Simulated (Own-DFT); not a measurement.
# One host, several defects: monoclinic HfO2

Source: density functional calculations with Own-DFT, an unreviewed in-house program that is no longer used. Nothing was measured or relaxed, and spin and spin-orbit coupling are left out.

Method: PBE; PseudoDojo norm-conserving scalar-relativistic files; cutoff 72 hartree; 2 x 2 x 2 k mesh centred on Gamma; Fermi-Dirac smearing of 0.1 eV.

Keep in mind (not all hold for every row): a neutral cation vacancy leaves holes that likely carry spin, which these runs leave out; not probed for a lower state with spin; hafnium file: forces about 75 meV/angstrom off all-electron values; oxygen file: force components 24 meV/angstrom off all-electron in a glass; forces on such cells passed a denser k mesh, each cell not checked; stress not checked against mesh or cutoff.

All runs share one cell, with vectors in Å (10.234, 0.000, 0.000); (0.000, 10.350, 0.000); (-1.696, 0.000, 10.445) and a volume of 1106.4 Å³. u is the rms random offset of the atoms per axis. The defect's site can differ from row to row.

```
                                      cell     formula   u (Å)  P (GPa)
                                 no defect     Hf32O64  0.0193     3.77
                                 no defect     Hf32O64  0.0220     3.90
                                 no defect     Hf32O64  0.0486     5.97
                           two O vacancies     Hf32O62  0.0297     3.68
                           two O vacancies     Hf32O62  0.0306        ?
                           two O vacancies     Hf32O62  0.0505     4.51
                           two O vacancies     Hf32O62  0.0510     4.73
                            one Hf vacancy     Hf31O64  0.0282     4.08
                            one Hf vacancy     Hf31O64  0.0291     3.76
                            one Hf vacancy     Hf31O64  0.0480     5.70
                       one Si on a Hf site   Hf31O64Si  0.0293     2.47
                       one Si on a Hf site   Hf31O64Si  0.0314     2.93
                       one Si on a Hf site   Hf31O64Si  0.0495     4.15
two Al on a Hf site each and one O vacancy  Al2Hf30O63  0.0326     1.99
two Al on a Hf site each and one O vacancy  Al2Hf30O63  0.0478     3.07
two Al on a Hf site each and one O vacancy  Al2Hf30O63  0.0497     2.87
```

## Fit

P = P0 + c u² + a shift for each defect gives P0 = 3.56 GPa, c = 919 ± 95 GPa/Å² and a scatter of 0.28 GPa. The shifts, and each times the cell's volume:

- one Hf vacancy: -0.25 ± 0.23 GPa, -1.7 eV (not resolved)
- two O vacancies: -1.10 ± 0.24 GPa, -7.6 eV (-3.8 eV for each of its 2 sites)
- one Si on a Hf site: -1.69 ± 0.23 GPa, -11.7 eV
- two Al on a Hf site each and one O vacancy: -2.70 ± 0.24 GPa, -18.6 eV

A positive shift means that the defect pushes the cell outwards. Shift times volume (160.2 GPa Å³ is 1 eV) depends little on the cell's size, so, taken for each site, it can be compared between cells at like pressure. The atoms around the defects weren't relaxed, which would change these numbers.

## The run left out

Asked: what pressure belongs in the blank (two O vacancies, u = 0.0306 Å)?

From the fit: 3.32 ± 0.34 GPa. The run itself gave 3.88 GPa.
